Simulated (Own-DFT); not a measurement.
# One host, several defects: monoclinic HfO2

Source: density functional calculations with Own-DFT, an unreviewed in-house program that is no longer used. Nothing was measured or relaxed, and spin and spin-orbit coupling are left out.

Common settings: PBE; PseudoDojo norm-conserving scalar-relativistic files; cutoff 72 hartree; 2 x 2 x 2 k mesh centred on Gamma; Fermi-Dirac smearing of 0.1 eV.

Keep in mind (not all hold for every row): not probed for a lower state with spin; hafnium file: forces about 75 meV/angstrom off all-electron values; oxygen file: force components 24 meV/angstrom off all-electron in a glass; forces on such cells passed a denser k mesh, each cell not checked; stress not checked against mesh or cutoff.

All runs share one cell, with vectors in Å (10.234, 0.000, 0.000); (0.000, 10.350, 0.000); (-1.696, 0.000, 10.445) and a volume of 1106.4 Å³. Atoms were moved at random from their sites; u is the rms move along one axis. The defect's site can differ from row to row.

```
cell,formula,u (Å),P (GPa)
no defect,Hf32O64,0.0208,3.93
no defect,Hf32O64,0.0477,5.43
no defect,Hf32O64,0.0516,6.10
one Si on a Hf site,Hf31O64Si,0.0276,2.60
one Si on a Hf site,Hf31O64Si,0.0298,?
one Si on a Hf site,Hf31O64Si,0.0503,4.08
one Si on a Hf site,Hf31O64Si,0.0532,4.90
two O vacancies,Hf32O62,0.0278,3.56
two O vacancies,Hf32O62,0.0469,4.63
two O vacancies,Hf32O62,0.0484,4.83
```

## Worked fit

P = P0 + c u² + a shift for each defect gives P0 = 3.49 GPa, c = 925 ± 83 GPa/Å² and a scatter of 0.22 GPa. The shifts, and each times the cell's volume:

- two O vacancies: -0.79 ± 0.18 GPa, -5.5 eV (-2.7 eV for each of its 2 sites)
- one Si on a Hf site: -1.52 ± 0.18 GPa, -10.5 eV

A positive shift means that the defect pushes the cell outwards. Shift times volume (160.2 GPa Å³ is 1 eV) depends little on the cell's size, so, taken for each site, it can be compared between cells at like pressure. The atoms around the defects weren't relaxed, which would change these numbers.

## The run left out

Question: what pressure belongs in the blank (one Si on a Hf site, u = 0.0298 Å)?

The fit gives 2.80 ± 0.27 GPa. DFT gave 2.98 GPa.
